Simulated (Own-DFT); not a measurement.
# Which defects push the lattice out? C11b WSi2

Calculated, not measured: single-point runs of Own-DFT, a retired in-house plane-wave DFT program that no person has reviewed, on unrelaxed cells, without spin or spin-orbit coupling.

Settings: PBE; PseudoDojo norm-conserving scalar-relativistic files; cutoff 50 hartree; 5 x 5 x 5 k mesh centred on Gamma; cold (Marzari-Vanderbilt) smearing of 0.2 eV.

Caveats: forces on such cells failed a check on a denser k mesh; stress not checked against mesh or cutoff.

All runs share one cell, with vectors in Å (-2.148, -5.953, 3.409); (-6.444, 2.976, 1.136); (-2.553, -2.948, -6.757) and a volume of 403.2 Å³. u is the rms random offset of the atoms per axis. The defect's site can differ from row to row.

| cell | formula | u (Å) | P (GPa) |
|---|---|---|---|
| no defect | Si20W10 | 0.0200 | 4.52 |
| no defect | Si20W10 | 0.0210 | 4.37 |
| no defect | Si20W10 | 0.0477 | 5.99 |
| one W vacancy | Si20W9 | 0.0332 | 3.28 |
| one W vacancy | Si20W9 | 0.0435 | 4.40 |
| one W vacancy | Si20W9 | 0.0463 | 4.36 |
| one Si on a W site | Si21W9 | 0.0281 | 5.74 |
| one Si on a W site | Si21W9 | 0.0281 | 6.19 |
| one Si on a W site | Si21W9 | 0.0496 | 6.98 |
| one Si vacancy | Si19W10 | 0.0303 | ? |
| one Si vacancy | Si19W10 | 0.0340 | 3.24 |
| one Si vacancy | Si19W10 | 0.0516 | 4.81 |
| one Si vacancy | Si19W10 | 0.0522 | 4.50 |
| one W on a Si site | Si19W11 | 0.0305 | 9.81 |
| one W on a Si site | Si19W11 | 0.0479 | 11.36 |
| one W on a Si site | Si19W11 | 0.0479 | 11.90 |

## What the rows give

P = P0 + c u² + a shift for each defect gives P0 = 4.02 GPa, c = 901 ± 110 GPa/Å² and a scatter of 0.30 GPa. The shifts, and each times the cell's volume:

- one W on a Si site: 5.34 ± 0.26 GPa, 13.4 eV
- one Si on a W site: 1.07 ± 0.25 GPa, 2.7 eV
- one W vacancy: -1.55 ± 0.26 GPa, -3.9 eV
- one Si vacancy: -1.80 ± 0.28 GPa, -4.5 eV

A positive shift means that the defect pushes the cell outwards. Shift times volume (160.2 GPa Å³ is 1 eV) depends little on the cell's size, so, taken for each site, it can be compared between cells at like pressure. The atoms around the defects weren't relaxed, which would change these numbers.

## Prediction

The question: what pressure belongs in the blank (one Si vacancy, u = 0.0303 Å)?

From the fit: 3.05 ± 0.37 GPa. The hidden result is 3.26 GPa.
